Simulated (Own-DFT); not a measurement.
# Response to strain: 2H SiC, 72 atoms (C36Si36)

These are calculations, not measurements. The program, named Own-DFT, is a retired in-house plane-wave density functional code that no person has reviewed. Each row is one single-point run on a periodic cell that was not relaxed, without spin or spin-orbit coupling.

Settings of every run: PBE; PseudoDojo norm-conserving scalar-relativistic files; cutoff 42 hartree; 4 x 4 x 3 k mesh centred on Gamma; Fermi-Dirac smearing of 0.1 eV.

Known limits: forces on such cells passed a denser k mesh, each cell not checked; stress not checked against mesh or cutoff.

Unstrained cell vectors in Å: (9.248, 0.000, 0.000); (-4.624, 8.009, 0.000); (0.000, 0.000, 10.068). The unstrained cell has measured lattice constants (interpolated for alloys), not those of this functional. That, the random moves and any unrelaxed bonds set the pressure at no strain. Each run strains this cell uniformly, with the atoms carried along. Every atom was also moved at random, by a Gaussian of width 0.05 Å on each axis. Strain is the symmetric tensor, in per cent. Stress is positive in tension, and the pressure is minus a third of its trace.

```
run  e_xx (%)  e_yy (%)  e_zz (%)  e_yz (%)  e_xz (%)  e_xy (%)  s_xx (GPa)  s_yy (GPa)  s_zz (GPa)  s_yz (GPa)  s_xz (GPa)  s_xy (GPa)  P (GPa)  E (meV/atom)
  1      1.55      1.44     -0.99      1.68      0.53     -1.01        5.99        3.97      -14.57        5.26        1.43       -3.61     1.54          30.3
  2      0.09      0.02      0.39     -1.33     -1.94     -0.47       -4.49       -4.45       -4.04       -5.48       -6.53       -2.75     4.33          18.8
  3     -0.74     -0.40     -0.66     -1.41     -0.85      0.57       -9.46       -9.85      -11.14       -4.88       -3.49        3.54    10.15          45.3
  4      1.86     -0.26      0.79     -1.60     -1.88      0.68        5.00       -3.68       -2.18       -4.18       -4.98        2.58     0.29          35.2
  5     -0.70     -1.24     -1.65     -2.00      0.39     -1.82      -10.72      -15.24      -16.70       -6.50        0.94       -8.92    14.22          42.3
  6      1.80      0.76      0.66      0.51      0.91      1.07        6.39        1.11       -2.46        2.60        3.21        5.10    -1.68           0.0
  7     -1.46     -0.33      0.56     -1.05     -1.72     -1.33      -11.87       -9.00       -5.31       -2.53       -5.35       -4.31     8.73          39.1
  8     -1.06      1.01      0.98      1.82      0.82     -1.43      -10.92        0.89       -2.31        6.24        3.04       -9.75     4.11          38.5
  9      1.57      0.70     -0.91      1.40      1.97     -1.56        3.91       -0.46      -11.88        3.91        5.93       -7.77     2.81          44.7
 10      1.42      1.35      1.88     -1.55     -0.75     -1.37        4.20        4.60        3.37       -5.12       -1.56       -6.59    -4.06          21.0
 11     -0.05      0.24      0.07     -0.40     -0.88     -1.85       -4.72       -2.17       -8.27       -1.91       -3.48       -7.90     5.05          22.1
 12      0.45      0.43     -0.85      0.74      0.98      0.80       -3.12       -1.82      -13.07        3.02        3.59        4.26     6.00          31.6
 13     -2.00     -0.27     -1.27      1.65      1.03      1.15      -19.50       -7.82      -17.27        5.38        4.80        6.28    14.87          52.0
 14     -0.35     -1.11     -0.64      1.32     -1.35     -0.05       -9.46      -11.33      -10.72        4.04       -4.02       -0.28    10.51          40.3
 15     -0.11      1.15      1.89      0.89     -1.82     -0.91       -0.74        0.88        2.46        4.02       -5.51       -3.46    -0.86          18.8
 16      1.18     -1.15      1.16     -0.43      0.88     -0.44        1.83       -8.87       -0.29       -1.39        2.92       -1.40     2.44           5.3
 17      1.30      0.71      1.47      1.39     -0.96     -1.33           ?           ?           ?           ?           ?           ?        ?             ?
```

E is the free energy for each atom above the lowest run shown.

## Worked fit

Each stress component was fitted by least squares to a constant and the strains of the runs shown, as fractions, with shears doubled. Shear strains stay in the fit of a normal stress only where such slopes are resolved. The slopes, in GPa:

```
stress  at no strain  per e_xx  per e_yy  per e_zz  scatter
  s_xx          -5.1  572 ± 30  101 ± 44   76 ± 34     1.34
  s_yy          -5.0  104 ± 26  556 ± 37   51 ± 28     1.13
  s_zz          -7.7   56 ± 19  -60 ± 27  594 ± 21     0.83
```

Each shear stress against twice its own strain: yz 163 ± 9, xz 164 ± 8, xy 242 ± 17 GPa. These are stiffnesses along x, y and z of the frame in which the cell vectors are given, which need not be the crystal's axes. The atoms are held to the strained lattice; where symmetry lets them move under strain, relaxing them would lower some slopes. The table should be nearly symmetric about its diagonal, and what it lacks of that shows the noise. A ninth of its sum, 228 ± 4 GPa, estimates the bulk modulus near the mean pressure of these runs, 4.9 GPa, so it lies above the value at zero pressure.

## Withheld run

Question: what normal stresses and pressure should run 17 give?

The fit gives s_xx = 4.2, s_yy = 1.0, s_zz = 1.3 and P = -2.2 GPa. The calculation gave 4.32, -0.46, 1.25 and P = -1.70 GPa.
